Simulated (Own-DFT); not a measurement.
# Response to strain: 2H SiC, 72 atoms (C36Si36)

The numbers are computed, not measured, by runs of the plane-wave DFT program Own-DFT (in-house, retired, unreviewed) at fixed positions, with no spin and no spin-orbit coupling.

Common settings: PBE; PseudoDojo norm-conserving scalar-relativistic files; cutoff 42 hartree; 4 x 4 x 3 k mesh centred on Gamma; Fermi-Dirac smearing of 0.1 eV.

Known weak points: forces on such cells passed a denser k mesh, each cell not checked; stress not checked against mesh or cutoff.

Unstrained cell vectors in Å: (9.248, 0.000, 0.000); (-4.624, 8.009, 0.000); (0.000, 0.000, 10.068). The unstrained cell has measured lattice constants (interpolated for alloys), not those of this functional. That, the random moves and any unrelaxed bonds set the pressure at no strain. In each run the cell takes a homogeneous strain; fractional positions stay. Each atom got a random Gaussian move of width 0.05 Å along each axis. Strains are tensor components in per cent; tension counts as positive stress, and P is minus the mean normal stress.

```
run  e_xx (%)  e_yy (%)  e_zz (%)  e_yz (%)  e_xz (%)  e_xy (%)  s_xx (GPa)  s_yy (GPa)  s_zz (GPa)  s_yz (GPa)  s_xz (GPa)  s_xy (GPa)  P (GPa)  E (meV/atom)
  1     -1.75     -1.75      0.09     -0.10      0.96      0.00      -16.45      -16.09       -7.69       -0.28        3.80        0.73    13.41          13.8
  2      1.78      0.11     -1.59      0.38     -0.60     -0.64        4.80       -3.49      -15.55        1.53       -2.19       -3.23     4.75          16.9
  3     -0.34      1.13     -1.73     -0.71      0.56     -1.45       -8.39        0.65      -18.40       -3.05        1.98       -9.17     8.71          39.1
  4      0.82      0.92     -0.68     -1.99      0.06     -1.67        1.75        1.11      -14.41       -5.30        0.69       -6.28     3.85          40.3
  5     -1.33      0.07     -1.84     -0.19      1.63     -0.98      -12.54       -8.93      -18.13       -0.22        7.11       -6.52    13.20          42.5
  6      0.81      0.38     -0.70     -0.91     -1.61      0.75        0.73       -4.81      -10.87       -3.03       -4.69        3.07     4.98          32.6
  7     -1.97     -0.90     -0.77      1.55      1.83     -1.95      -18.61      -13.31      -13.41        5.85        6.63       -9.84    15.11          53.6
  8      1.10     -1.68      0.56      0.50     -1.38     -0.49       -0.66      -11.81       -4.00        2.11       -4.22       -1.60     5.49          16.1
  9      0.18     -0.21      1.67     -1.76      1.06     -0.63       -5.48       -4.19        3.04       -6.28        4.61       -1.80     2.21          16.0
 10      0.80     -0.87      1.88      1.91      1.15      0.77       -0.39       -7.94        2.63        5.47        3.03        4.07     1.90          33.1
 11     -0.59     -0.46      0.49      0.39     -1.52      0.01       -6.30       -6.23       -6.10        1.24       -4.37       -0.06     6.21           0.0
 12      1.09     -0.04     -0.73     -1.93     -1.51     -1.85       -1.11       -3.63      -10.41       -6.56       -5.49       -7.94     5.05          31.0
 13      0.10      1.09     -1.17     -0.29     -1.53     -0.31       -2.69        2.63      -16.80       -0.62       -5.06       -0.18     5.62          17.7
 14      0.75      0.86      1.31      1.84      0.01      1.17        2.43       -3.58        0.14        6.87        0.38        3.93     0.34          49.3
 15      1.01      0.80     -1.04      0.69     -0.49      1.79        0.48        0.29      -12.74        2.54       -1.91        7.78     3.99          13.4
 16      0.31      1.39      0.15      0.22     -0.46      0.94       -2.25        3.22       -4.09        0.28       -1.46        4.56     1.04           0.6
 17     -0.25      0.67      0.15     -0.98      0.18     -0.58       -5.28       -2.15       -5.81       -3.90        0.04       -2.28     4.41          20.2
 18      1.51      0.45      0.51     -0.68     -1.30      0.32           ?           ?           ?           ?           ?           ?        ?             ?
```

E is the free energy for each atom above the lowest run shown.

## Working it out

Least squares on the runs shown: each stress against a constant and the strains, taken as fractions with shears doubled. Shear strains stay in the fit of a normal stress only where such slopes are resolved. The slopes, in GPa:

| stress | at no strain | per e_xx | per e_yy | per e_zz | scatter |
|---|---|---|---|---|---|
| s_xx | -4.9 | 561 ± 36 | 125 ± 42 | 58 ± 34 | 1.42 |
| s_yy | -5.2 | 122 ± 46 | 508 ± 54 | 26 ± 43 | 1.81 |
| s_zz | -7.7 | 43 ± 38 | 5 ± 45 | 589 ± 36 | 1.51 |

The slope of each shear stress on twice its own strain, from a fit on all six strains: yz 172 ± 9, xz 169 ± 9, xy 230 ± 17 GPa. These are stiffnesses along x, y and z of the frame in which the cell vectors are given, with the crystal's c axis along z: C11, C12, C13 and C33. Hexagonal symmetry asks that xx and yy behave alike, which is a second check on the noise. No internal relaxation is included, and where it is allowed it would reduce some of the slopes. The table should be nearly symmetric about its diagonal, and what it lacks of that shows the noise. A ninth of the table's sum, 226 ± 7 GPa, estimates the bulk modulus near the mean pressure of these runs, 5.9 GPa, so it lies above the value at zero pressure.

## The run left out

Q: what normal stresses and pressure should run 18 give?

The fit gives s_xx = 4.4, s_yy = -0.9, s_zz = -4.0 and P = 0.2 GPa. The run itself gave 3.11, 1.09, -3.51 and P = -0.23 GPa.
